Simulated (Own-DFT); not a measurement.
Simulation results for AlN (wurtzite, strained, atoms displaced)

Computed with Own-DFT development build. A calculation, not a measurement: plane-wave PBE density functional theory by an unreviewed code, no spin, of a simulated periodic cell, stress positive in tension, free energy of the whole cell less one offset for each atom, forces on such cells passed a denser k mesh, this cell's mesh not checked; offsets are fitted by least squares, one for each functional and potential file, so energies compare only between cells with the same atoms and settings and are not formation energies; the far tail of each file's local potential was reset to the Coulomb form; each entry is a single point on an unrelaxed cell, so the pressure reflects the starting lattice, mostly measured values (interpolated for alloys), from which strain is counted, and rises with the displacements; printed positions are rounded, which can move forces by about a meV/angstrom; the program, named Own-DFT, is a retired in-house code; no spin-orbit coupling.

Settings shared by all entries: functional PBE; potential files PseudoDojo norm-conserving, scalar-relativistic, standard set; wave cutoff 42 hartree; occupations Fermi-Dirac; smearing width 0.1 eV; hardware one NVIDIA H100; k mesh 2 x 2 x 2 centred on Gamma.

(1) AlN (wurtzite, strained, atoms displaced)

```xyz
128
Lattice="12.3687 -0.1637 -0.1863 -6.3261 10.8998 0.2637 -0.1491 0.1576 9.8821" Properties=species:S:1:pos:R:3 AlN
Al    -0.1770     1.9957     9.8491
Al     1.5449     0.9551     2.4159
N     -0.0140     1.7938     1.9588
N      1.4987     0.9084     4.3210
Al    -0.0575     1.8606     4.9791
Al     1.4837     1.0436     7.5020
N     -0.1209     1.9613     6.9198
N      1.4215     1.0468     9.2711
Al    -1.5098     4.5069     0.1025
Al    -0.0834     3.6484     2.4895
N     -1.6318     4.6603     1.9015
N     -0.0987     3.6221     4.3867
Al    -1.7036     4.6085     5.0424
Al    -0.1923     3.6778     7.4419
N     -1.6208     4.6196     6.9532
N     -0.2305     3.7462     9.3728
Al    -3.2936     7.4548    10.0262
Al    -1.6799     6.3759     2.5924
N     -3.2195     7.3349     2.0501
N     -1.7042     6.4346     4.4352
Al    -3.2504     7.3228     5.1111
Al    -1.7642     6.3044     7.5687
N     -3.3584     7.3504     7.0255
N     -1.6917     6.4357     9.4223
Al    -4.9610    10.0968    10.0622
Al    -3.2908     9.0306     2.6600
N     -4.7869     9.9787     2.1037
N     -3.2884     9.0525     4.6072
Al    -4.9249    10.0210     5.1443
Al    -3.3650     9.2015     7.5873
N     -4.7789    10.1199     7.1591
N     -3.3219     9.1523     9.4587
Al     2.9843     1.7209     0.0629
Al     4.5765     0.7963     2.4715
N      2.9849     1.7812     1.9827
N      4.5668     0.9293     4.2818
Al     3.0508     1.7598     4.9545
Al     4.4562     0.9593     7.3152
N      2.9216     1.9557     6.8279
N      4.4542     0.9774     9.2467
Al     1.4198     4.4298     0.0584
Al     2.9124     3.5704     2.5646
N      1.4320     4.5060     2.0619
N      2.9580     3.5594     4.4048
Al     1.4036     4.5457     5.0113
Al     2.9859     3.7177     7.4221
N      1.4148     4.5952     6.8773
N      2.9026     3.7134     9.3568
Al    -0.2419     7.3235     9.9901
Al     1.4202     6.3323     2.5146
N     -0.1051     7.2419     2.0802
N      1.4959     6.2701     4.4475
Al    -0.2128     7.1882     5.0945
Al     1.4043     6.4512     7.4864
N     -0.2394     7.3433     6.9618
N      1.2453     6.4195     9.3741
Al    -1.5869     9.9225     0.2033
Al    -0.1533     9.0006     2.6610
N     -1.7108     9.9457     2.1296
N     -0.1573     9.1201     4.5023
Al    -1.6857     9.9627     5.1638
Al    -0.2106     9.2209     7.5710
N     -1.7816    10.0441     6.9723
N     -0.2212     9.1317     9.4249
Al     6.0011     1.8866     9.7911
Al     7.6222     0.8546     2.3282
N      6.2182     1.7835     1.7935
N      7.6576     0.9047     4.2720
Al     6.1560     1.8138     4.8938
Al     7.7456     0.9462     7.2726
N      6.0721     1.8491     6.7417
N      7.5822     0.9559     9.1337
Al     4.4257     4.6126     9.8710
Al     6.1105     3.5806     2.4697
N      4.5025     4.4799     1.8825
N      6.0327     3.6006     4.2749
Al     4.4412     4.5823     4.9814
Al     5.9809     3.6916     7.3746
N      4.4800     4.5734     6.8584
N      5.9649     3.7307     9.2511
Al     2.9011     7.0804     0.0829
Al     4.5057     6.3087     2.5690
N      2.9507     7.2393     1.9547
N      4.4790     6.3730     4.3618
Al     2.9655     7.2005     4.9957
Al     4.4130     6.3263     7.4296
N      2.9233     7.2721     6.8819
N      4.4215     6.4100     9.3749
Al     1.2256    10.0435    10.0131
Al     2.9320     8.9957     2.5842
N      1.3231    10.0010     1.9814
N      2.9130     9.0009     4.4012
Al     1.4032     9.9705     5.0733
Al     2.7817     9.0614     7.4865
N      1.4194     9.8984     6.9245
N      2.7679     9.1962     9.4379
Al     9.2453     1.7482    -0.0520
Al    10.7744     0.7604     2.2710
N      9.2556     1.7491     1.8586
N     10.6537     0.9007     4.2637
Al     9.1109     1.7598     4.7182
Al    10.7314     0.8948     7.2342
N      9.1053     1.7508     6.6842
N     10.6674     0.9577     9.1416
Al     7.4838     4.5999     9.8198
Al     9.1650     3.4293     2.4040
N      7.7733     4.3829     1.8762
N      9.1257     3.5503     4.3046
Al     7.5480     4.5066     4.8220
Al     9.1544     3.6235     7.3170
N      7.5456     4.5573     6.7699
N      9.1257     3.6333     9.2087
Al     5.9452     7.2419     9.8970
Al     7.5168     6.2093     2.4362
N      6.0357     7.1803     1.9065
N      7.6381     6.2173     4.2970
Al     5.9964     7.1728     4.9553
Al     7.5117     6.3833     7.4207
N      5.9294     7.2315     6.8557
N      7.4053     6.3663     9.3933
Al     4.3796     9.9668     9.9444
Al     6.0818     9.0281     2.4882
N      4.5038     9.8219     2.0082
N      6.0000     8.9990     4.3372
Al     4.4544     9.9346     5.0918
Al     5.9327     9.0756     7.4751
N      4.3857     9.9802     6.9258
N      5.9039     9.1013     9.2691
```

It finds free energy of cell above offsets -53.701 eV; pressure 7.74 GPa; stress xx -9.4 GPa; stress yy -5.28 GPa; stress zz -8.55 GPa; stress yz 3.81 GPa; stress xz -4.08 GPa; stress xy -4.13 GPa; wall time 391.8 s.

Force:
```tsv
element	x (eV/Å)	y (eV/Å)	z (eV/Å)
Al	0.269	-1.324	1.246
Al	-2.282	-2.453	1.592
N	-0.669	0.989	-1.422
N	-0.785	-0.036	0.728
Al	-0.305	-0.155	-0.278
Al	-0.93	-0.347	-2.263
N	0.874	-1.427	-0.868
N	-1.799	-0.787	1.753
Al	-2.086	0.497	-0.169
Al	-1.487	-0.595	0.911
N	0.208	-1.948	1.933
N	-1.046	0.95	0.612
Al	0.741	-0.489	-0.743
Al	2.168	0.922	0.689
N	-1.768	-0.165	-1.243
N	0.732	-0.246	-0.836
Al	-0.21	-1.841	0.6
Al	-0.503	0.143	-0.59
N	-0.232	-1.517	-0.441
N	-0.761	-1.367	1.057
Al	-0.118	-0.707	0.339
Al	0.326	3.134	-0.129
N	1.639	0.092	-0.183
N	-2.022	0.171	-0.05
Al	1.645	0.266	0.369
Al	0.675	0.953	0.799
N	0.664	1.317	-0.899
N	-0.291	1.601	-0.638
Al	2.555	0.574	0.871
Al	2.354	-1.743	0.291
N	-3.181	1.088	-1.689
N	-0.232	1.775	0.365
Al	2.684	1.185	0.063
Al	0.528	1.253	-1.092
N	2.742	0.88	-1.956
N	0.65	-0.924	1.406
Al	-0.741	0.749	-0.437
Al	1.019	0.18	0.52
N	1.151	-0.86	-0.169
N	-0.371	0.039	0.121
Al	1.82	0.72	0.469
Al	1.873	0.235	-0.558
N	0.375	0.756	-2.461
N	0.111	0.92	0.762
Al	0.45	-1.024	-0.31
Al	-1.671	-0.6	0.772
N	-0.461	0.418	0.818
N	-1.066	-0.403	-0.404
Al	0.313	1.148	0.608
Al	0.446	-0.48	1.332
N	-0.265	0.106	-1.403
N	-1.805	1.164	-0.341
Al	2.136	1.739	-0.173
Al	-1.847	-1.078	-0.476
N	0.37	-0.353	0.195
N	0.479	-0.92	0.074
Al	-1.125	-0.084	0.023
Al	0.055	1.028	-0.323
N	0.046	-0.301	-0.8
N	-0.025	-1.261	0.709
Al	-0.828	0.524	-1.562
Al	-0.195	-1.607	-0.8
N	0.099	0.626	1.312
N	-1.194	-0.087	0.324
Al	0.43	0.138	-0.374
Al	1.457	-0.765	0.906
N	-2.542	0.501	0.037
N	-1.686	-1.601	-1.097
Al	-1.129	0.04	-0.413
Al	-3.907	-1.88	1.047
N	-0.165	-0.06	0.807
N	-0.289	0.258	1.068
Al	0.003	-0.002	1.041
Al	-0.442	-0.29	-1.724
N	0.376	0.172	0.85
N	-0.525	0.395	1.531
Al	0.603	-1.402	-1.162
Al	1.639	-1.24	-0.11
N	-0.125	0.576	-0.809
N	-0.22	-0.808	0.06
Al	2.029	1.88	0.096
Al	-0.371	-0.482	-2.541
N	0.012	-0.775	0.042
N	-0.01	-1.268	1.314
Al	-0.774	1.207	0.062
Al	0.432	0.924	1.257
N	0.072	0.296	0.141
N	-1.665	-0.232	-1.179
Al	1.166	1.145	0.086
Al	-0.5	0.581	-1.24
N	0.787	-1.086	0.962
N	0.124	0.448	1.539
Al	-0.145	-0.191	-0.712
Al	3.526	-1.008	1.862
N	-3.321	3.059	-0.416
N	0.453	-1.988	-0.88
Al	0.128	-1.234	-0.857
Al	0.353	-0.264	1.235
N	-0.356	-1.797	-1.326
N	1.799	-1.702	-0.838
Al	1.862	0.81	2.116
Al	-1.358	-0.259	0.201
N	3.657	2.568	-1.176
N	-0.476	-0.85	0.388
Al	1.45	-1.103	0.713
Al	1.999	2.313	0.534
N	-3.024	1.342	-0.891
N	0.01	0.562	-0.26
Al	0.829	-1.059	1.306
Al	-1.345	-1.031	-0.219
N	0.454	0.093	0.141
N	-0.668	0.972	-0.072
Al	-1.029	1.718	0.715
Al	2.01	0.156	-0.55
N	-0.003	0.209	0.202
N	-1.618	1.625	0.285
Al	1.614	0.775	-0.034
Al	-0.881	-1.325	0.342
N	0.602	0.715	-0.309
N	2.336	0.242	-1.755
Al	-0.716	0.953	0.331
Al	-1.092	-1.547	0.172
N	-0.342	1.288	-1.029
N	-1.117	-0.601	1.481
Al	-0.557	0.328	-1.746
Al	0.338	-0.381	-1.262
N	0.297	-0.183	0.406
N	-0.345	-0.886	1.748
```

(2) AlN (wurtzite, strained, atoms displaced)

```xyz
128
Lattice="12.2321 -0.1769 -0.0349 -6.2693 10.7443 -0.0005 -0.0280 -0.0166 9.9262" Properties=species:S:1:pos:R:3 AlN
Al    -0.1531     1.8420     9.8680
Al     1.5026     0.8551     2.4765
N      0.0430     1.7894     1.8333
N      1.5122     0.8692     4.3800
Al    -0.0012     1.7029     4.9665
Al     1.5264     0.8422     7.4899
N     -0.0380     1.7060     6.8541
N      1.5326     0.9469     9.3602
Al    -1.6188     4.4837     9.9183
Al    -0.0217     3.5735     2.4955
N     -1.7151     4.4217     1.8473
N     -0.1040     3.5374     4.3428
Al    -1.5153     4.4947     4.9990
Al    -0.0289     3.5544     7.4152
N     -1.6301     4.4963     6.8719
N     -0.0563     3.5276     9.3072
Al    -3.1235     7.0875     0.0301
Al    -1.5727     6.1850     2.4107
N     -3.2203     7.0806     1.8796
N     -1.5570     6.2530     4.3648
Al    -3.1687     7.1786     4.9780
Al    -1.6186     6.2328     7.4876
N     -3.0932     7.2228     6.9789
N     -1.6505     6.2766     9.2429
Al    -4.7516     9.9051     0.0902
Al    -3.1035     8.9594     2.4206
N     -4.7377     9.8000     1.9495
N     -3.2070     8.9550     4.4487
Al    -4.7867     9.8798     4.9838
Al    -3.2794     8.9747     7.4911
N     -4.7062     9.7959     6.8592
N     -3.1960     8.9046     9.3255
Al     3.0882     1.7299     9.9078
Al     4.5703     0.7956     2.5293
N      3.0035     1.7908     1.8444
N      4.6074     0.7570     4.3659
Al     2.9965     1.7462     4.8829
Al     4.5398     0.8377     7.4214
N      2.9615     1.6498     6.7963
N      4.5124     0.8805     9.3510
Al     1.4672     4.3627     9.8917
Al     2.9989     3.4949     2.4454
N      1.5350     4.3802     1.9451
N      3.0005     3.4430     4.3463
Al     1.4650     4.3834     5.0010
Al     3.0040     3.5267     7.4515
N      1.4033     4.4476     6.8276
N      2.8878     3.4842     9.3559
Al    -0.1122     7.1206     0.0334
Al     1.3993     6.2449     2.4644
N      0.0175     7.0719     1.9155
N      1.3779     6.2580     4.3546
Al    -0.1433     7.1573     4.9311
Al     1.5012     6.2121     7.3851
N     -0.0335     7.0896     6.8789
N      1.4454     6.2750     9.2862
Al    -1.7351     9.7996     9.8455
Al    -0.2188     8.8624     2.4543
N     -1.7298     9.7080     1.8636
N     -0.1830     8.8764     4.3864
Al    -1.7019     9.7689     4.9515
Al    -0.1682     8.9137     7.3992
N     -1.7182     9.8465     6.8527
N     -0.1682     8.9248     9.3185
Al     6.1258     1.7411     0.0318
Al     7.6704     0.8266     2.4758
N      6.0593     1.6196     1.8303
N      7.5461     0.7016     4.3702
Al     6.0581     1.6345     4.9901
Al     7.6366     0.7879     7.3808
N      6.0895     1.6746     6.9497
N      7.5811     0.7540     9.3445
Al     4.4504     4.3483     0.0620
Al     6.0511     3.4297     2.4893
N      4.5182     4.4463     1.8350
N      5.9719     3.4586     4.4299
Al     4.5489     4.2399     4.9360
Al     6.0757     3.4249     7.4265
N      4.4666     4.4064     6.7586
N      6.1053     3.5095     9.2280
Al     3.0341     7.1021    -0.0204
Al     4.4308     6.1240     2.4861
N      2.9895     7.0875     1.8430
N      4.3966     6.1226     4.3243
Al     2.9844     7.0323     4.9293
Al     4.4868     6.1315     7.3846
N      2.9501     6.9909     6.8123
N      4.5126     6.0899     9.3479
Al     1.3686     9.7566     9.8947
Al     2.9429     8.8234     2.3933
N      1.3153     9.7814     1.8509
N      2.8850     8.8510     4.3079
Al     1.3874     9.8213     4.8786
Al     2.9158     8.8230     7.3981
N      1.3928     9.7063     6.8687
N      2.9199     8.8476     9.3006
Al     9.1485     1.6467     9.8850
Al    10.6856     0.6886     2.4155
N      9.1365     1.5656     1.7768
N     10.6637     0.6934     4.3455
Al     9.1521     1.6258     4.9944
Al    10.6415     0.7175     7.3948
N      9.1088     1.6780     6.9080
N     10.6704     0.7510     9.3481
Al     7.6189     4.2611    -0.0271
Al     9.0545     3.5158     2.5263
N      7.5735     4.3059     1.8479
N      9.0922     3.3708     4.3550
Al     7.4876     4.3144     4.9212
Al     9.1754     3.3844     7.2263
N      7.5384     4.2971     6.7445
N      9.1454     3.3597     9.3164
Al     5.9966     6.9959     9.8904
Al     7.5432     6.1106     2.4541
N      5.9825     7.0054     1.8736
N      7.5145     6.0731     4.3781
Al     6.0340     6.9658     4.8468
Al     7.4859     6.1231     7.4316
N      5.9646     6.9735     6.7412
N      7.5171     6.0381     9.2225
Al     4.4636     9.7036     0.0379
Al     5.9375     8.6977     2.4205
N      4.3342     9.7306     1.8154
N      5.9991     8.8002     4.3742
Al     4.4155     9.7569     5.0142
Al     5.9511     8.7531     7.3890
N      4.4877     9.6990     6.8769
N      5.9723     8.8296     9.3115
```

## Withheld values
1. AlN (wurtzite, strained, atoms displaced) (entry 2): stress yy?
2. Estimate the stress zz of AlN (wurtzite, strained, atoms displaced) (entry 2).
3. Give the table of force values for AlN (wurtzite, strained, atoms displaced) (entry 2).

## Answers
1. -13.19 GPa
2. -9.32 GPa
3. 
Force:
```tsv
element	x (eV/Å)	y (eV/Å)	z (eV/Å)
Al	3.021	-1.087	1.24
Al	0.049	0.197	-0.314
N	-1.482	-0.037	0.874
N	-0.619	-0.308	-1.037
Al	-0.699	1.261	0.002
Al	-1.131	-0.659	0.28
N	0.149	1.112	-0.142
N	-1.353	-1.244	-0.105
Al	0.185	-0.519	-0.874
Al	-0.96	-0.819	-0.718
N	2.939	0.902	0.333
N	0.871	-0.672	0.871
Al	-1.314	0.11	-0.494
Al	-1.415	-0.753	0.496
N	2.169	-0.254	-0.868
N	-0.91	1.814	-0.349
Al	-1.254	1.121	-1.543
Al	-0.838	0.53	1.303
N	2.391	1.163	0.185
N	-2.532	-0.74	-0.95
Al	0.601	-0.328	0.958
Al	0.545	1.113	-2.018
N	-1.49	-1.334	-2.047
N	0.508	-1.164	3.574
Al	1.042	-0.061	-1.26
Al	-4.91	-2.773	2.465
N	0.122	0.239	-0.199
N	-1.038	-0.659	-1.951
Al	1.573	-0.877	0.154
Al	2.034	-0.812	-0.181
N	-2.041	1.128	-0.189
N	-1.766	-0.158	1.268
Al	-2.089	0.476	0.754
Al	-0.741	-0.175	-1.412
N	1.35	-1.791	1.053
N	-1.479	1.096	-0.143
Al	1.181	-1.401	1.441
Al	-0.562	-0.154	0.733
N	1.627	2.237	-0.09
N	1.66	-1.038	-0.865
Al	-1.274	2.358	1.123
Al	0.672	0.258	0.81
N	-1.528	1.862	-1.388
N	-0.521	1.201	-0.38
Al	0.039	1.136	-1.669
Al	-0.866	-0.893	-0.507
N	1.746	-0.637	0.323
N	2.494	-0.185	-1.283
Al	1.303	0.789	-1.604
Al	3.468	-2.102	1.209
N	-4.137	1.361	-1.632
N	0.691	-1.474	0.057
Al	1.754	-0.298	1.725
Al	-2.307	-0.315	1.324
N	-1.288	0.537	-0.861
N	-0.365	-1.699	0.763
Al	1.265	0.462	0.574
Al	1.79	0.44	0.496
N	3.197	2.961	-1.408
N	0.154	0.924	-0.926
Al	0.595	0.067	1.275
Al	-0.391	-0.929	0.654
N	0.516	-0.648	-0.02
N	-0.558	-0.895	0.074
Al	0.005	-0.496	-2.048
Al	-1.261	-1.579	-0.569
N	0.539	1.53	1.974
N	1.056	4.093	-0.491
Al	0.461	0.524	0.742
Al	-1.221	-1.402	2.243
N	-0.049	-0.117	-2.303
N	0.382	0.883	-1.121
Al	1.668	0.528	-2.381
Al	-0.738	0.086	-0.49
N	0.492	-2.233	1.766
N	2.393	-2.471	-2.459
Al	-3.121	3.25	0.589
Al	-0.729	1.205	-0.531
N	0.898	-1.439	1.28
N	-2.379	-1.211	2.078
Al	-0.615	-0.398	-0.419
Al	0.227	0.922	-0.335
N	-0.46	-0.584	0.185
N	2.057	-1.183	0.058
Al	-1.597	1.129	0.051
Al	-0.299	-0.205	0.886
N	1.954	1.944	-0.475
N	-0.943	0.33	-1.147
Al	0.002	-0.162	0.281
Al	-2.597	0.308	1.263
N	0.655	-0.711	0.743
N	0.778	-0.042	0.599
Al	-0.24	-4.256	1.477
Al	-0.089	-0.693	0.603
N	0.442	1.473	-1.448
N	0.038	-0.098	-0.134
Al	-0.734	-0.78	-0.277
Al	0.045	1.636	0.134
N	0.967	1.967	2.105
N	-0.162	1.002	-0.149
Al	-0.347	-0.289	-0.943
Al	0.494	0.078	1.609
N	1.373	-2.025	-2.24
N	-1.173	-1.461	-1.536
Al	0.827	1.132	-0.684
Al	0.4	-2.781	-0.838
N	-0.941	0.488	0.685
N	-0.121	0.829	0.866
Al	1.675	0.021	0.398
Al	-2.642	2.1	3.049
N	1.038	0.51	0.89
N	-0.584	1.229	-1.436
Al	0.804	0.022	-0.031
Al	-1.189	-0.668	0.364
N	0.452	-1.123	-0.257
N	1.136	-0.094	-1.313
Al	-1.749	1.056	0.936
Al	1.246	-0.553	-1.549
N	0.77	0.763	0.559
N	0.171	0.456	2.39
Al	-0.159	0.701	-2.22
Al	-0.087	2.315	1.209
N	3.005	-0.717	1.036
N	-1.711	-0.502	-0.877
Al	0.232	-2.177	-1.171
Al	1.004	-0.114	0.496
N	-1.261	0.135	-0.722
N	-0.329	-1.047	0.085
```

Further results for AlN (wurtzite, strained, atoms displaced) (entry 2):

| Property | Result |
| --- | --- |
| free energy of cell above offsets | -51.673 eV |
| pressure | 13 GPa |
| stress xx | -16.51 GPa |
| stress yz | -0.07 GPa |
| stress xz | 0 GPa |
| stress xy | -5.07 GPa |
| wall time | 370.9 s |
